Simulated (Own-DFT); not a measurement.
# Point defects and the pressure they add: C40 NbSi2

Calculated, not measured: single-point runs of Own-DFT, a retired in-house plane-wave DFT program that no person has reviewed, on unrelaxed cells, without spin or spin-orbit coupling.

Method: PBE; PseudoDojo norm-conserving scalar-relativistic files; cutoff 42 hartree; 4 x 4 x 5 k mesh centred on Gamma; cold (Marzari-Vanderbilt) smearing of 0.2 eV.

Known weak points: forces on such cells failed a check on a denser k mesh; stress not checked against mesh or cutoff.

All runs share one cell, with vectors in Å (0.000, 8.324, 0.000); (-9.613, 0.000, 0.000); (0.000, 0.000, 6.586) and a volume of 527.0 Å³. u is the rms random offset of the atoms per axis. The defect's site can differ from row to row.

```
cell,formula,u (Å),P (GPa)
no defect,Nb12Si24,0.0215,1.51
no defect,Nb12Si24,0.0468,2.44
no defect,Nb12Si24,0.0510,2.81
two Nb on a Si site each,Nb14Si22,0.0306,?
two Nb on a Si site each,Nb14Si22,0.0333,7.89
two Nb on a Si site each,Nb14Si22,0.0494,8.66
two Nb on a Si site each,Nb14Si22,0.0498,8.37
one Si vacancy,Nb12Si23,0.0320,1.01
one Si vacancy,Nb12Si23,0.0327,0.98
one Si vacancy,Nb12Si23,0.0459,1.59
two Si on a Nb site each,Nb10Si26,0.0328,1.65
two Si on a Nb site each,Nb10Si26,0.0489,2.34
two Si on a Nb site each,Nb10Si26,0.0540,2.56
two Nb vacancies,Nb10Si24,0.0272,-0.17
two Nb vacancies,Nb10Si24,0.0339,-0.08
two Nb vacancies,Nb10Si24,0.0537,0.91
```

## Fit

P = P0 + c u² + a shift for each defect gives P0 = 1.32 GPa, c = 532 ± 32 GPa/Å² and a scatter of 0.10 GPa. The shifts, and each times the cell's volume:

- two Nb on a Si site each: 5.92 ± 0.08 GPa, 19.5 eV (9.7 eV for each of its 2 sites)
- two Si on a Nb site each: -0.27 ± 0.08 GPa, -0.9 eV (-0.4 eV for each of its 2 sites)
- one Si vacancy: -0.88 ± 0.08 GPa, -2.9 eV
- two Nb vacancies: -1.95 ± 0.08 GPa, -6.4 eV (-3.2 eV for each of its 2 sites)

Positive is outwards. The product with the volume (160.2 GPa Å³ to the eV) is nearly free of the cell's size; divided by the bulk modulus at the cell's pressure it gives the volume that the defect adds. The atoms around the defects weren't relaxed, which would change these numbers.

## Withheld run

Q: what pressure belongs in the blank (two Nb on a Si site each, u = 0.0306 Å)?

The fitted form gives 7.74 ± 0.12 GPa. DFT gave 7.52 GPa.
